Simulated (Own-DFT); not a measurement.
# Hybrid less PBE against volume: monoclinic HfO2, 94 atoms (Hf32O62), with two O vacancies

All values are computed. Each geometry was run twice at fixed positions with Own-DFT, a retired in-house plane-wave program that no person has reviewed: with PBE, and with HSE06 (exact exchange share 0.25 at short range, screening 0.11 per bohr, Gygi-Baldereschi treatment of its divergence). Both used PseudoDojo norm-conserving files made for PBE, a cutoff of 48 hartree, the Gamma point alone, fixed occupations, a neutral cell and no spin. One k point on a cell 10.1 Å thick isn't converged, and results move with the size of the cell. The hafnium file keeps the 4f electrons in the core, and its forces lie about 75 meV/Å off all-electron values. The oxygen file's force components were 24 meV/Å off all-electron values in a glass.

Unstrained cell vectors in Å: (10.234, 0.000, 0.000); (0.000, 10.350, 0.000); (-1.696, 0.000, 10.445), volume V0 = 1106.4 Å³, from measured lattice constants. Each geometry has its own random strain of a few per cent, its own defect sites and random moves of rms u per axis. HSE06 gave the energy alone. D is its energy less that of PBE, over the lowest D shown. The PBE stress wasn't checked against mesh or cutoff.

| run | V - V0 (Å³) | u (Å) | P with PBE (GPa) | D (eV) |
|---|---|---|---|---|
| 1 | 41.3 | 0.0301 | -4.01 | 2.290 |
| 2 | -7.7 | 0.0293 | 7.18 | 1.035 |
| 3 | -16.3 | 0.0498 | 8.81 | 1.104 |
| 4 | 4.0 | 0.0306 | 3.72 | 1.421 |
| 5 | -3.9 | 0.0516 | 5.51 | 1.466 |
| 6 | 18.3 | 0.0300 | 0.65 | 1.716 |
| 7 | -49.6 | 0.0317 | 16.12 | 0.000 |
| 8 | -15.2 | 0.0300 | 7.65 | 0.901 |
| 9 | 21.7 | 0.0501 | 0.25 | 2.087 |
| 10 | 17.9 | 0.0301 | 0.69 | 1.769 |
| 11 | 20.9 | 0.0516 | 0.99 | 2.116 |
| 12 | -44.9 | 0.0535 | 17.58 | 0.407 |
| 13 | -9.5 | 0.0298 | 6.59 | 1.104 |
| 14 | 12.5 | 0.0530 | 2.40 | ? |

## Worked fit

D = 1.14 + 0.0257 (V - V0) + 157 u² eV, with an error of 0.0004 on the volume slope, 12 on the last term and a scatter of 0.04 eV. Pressure is -dE/dV, and 1 eV/Å³ is 160.2 GPa, so HSE06 changes the pressure by -4.1 ± 0.1 GPa. With the ions held to the strained lattice, the PBE pressure falls by 257 ± 9 GPa per unit of volume strain; the shape of the strain isn't fitted, so the true error is larger, and a relaxed crystal would be softer. On that slope HSE06's volume at a given pressure is about 1.6 % smaller, or 0.5 % in lengths. At u = 0 and V0 the PBE pressure is 4.3 GPa, which puts the zero-pressure volume, against the measured cell and with the defects in, at +1.7 % for PBE and +0.1 % for HSE06, each good to a few tenths of a per cent.

## Test on the hidden row

Asked: what D should run 14 give?

The fit gives 1.90 eV, with rows scattering by 0.04. The calculation gave 1.900 eV.
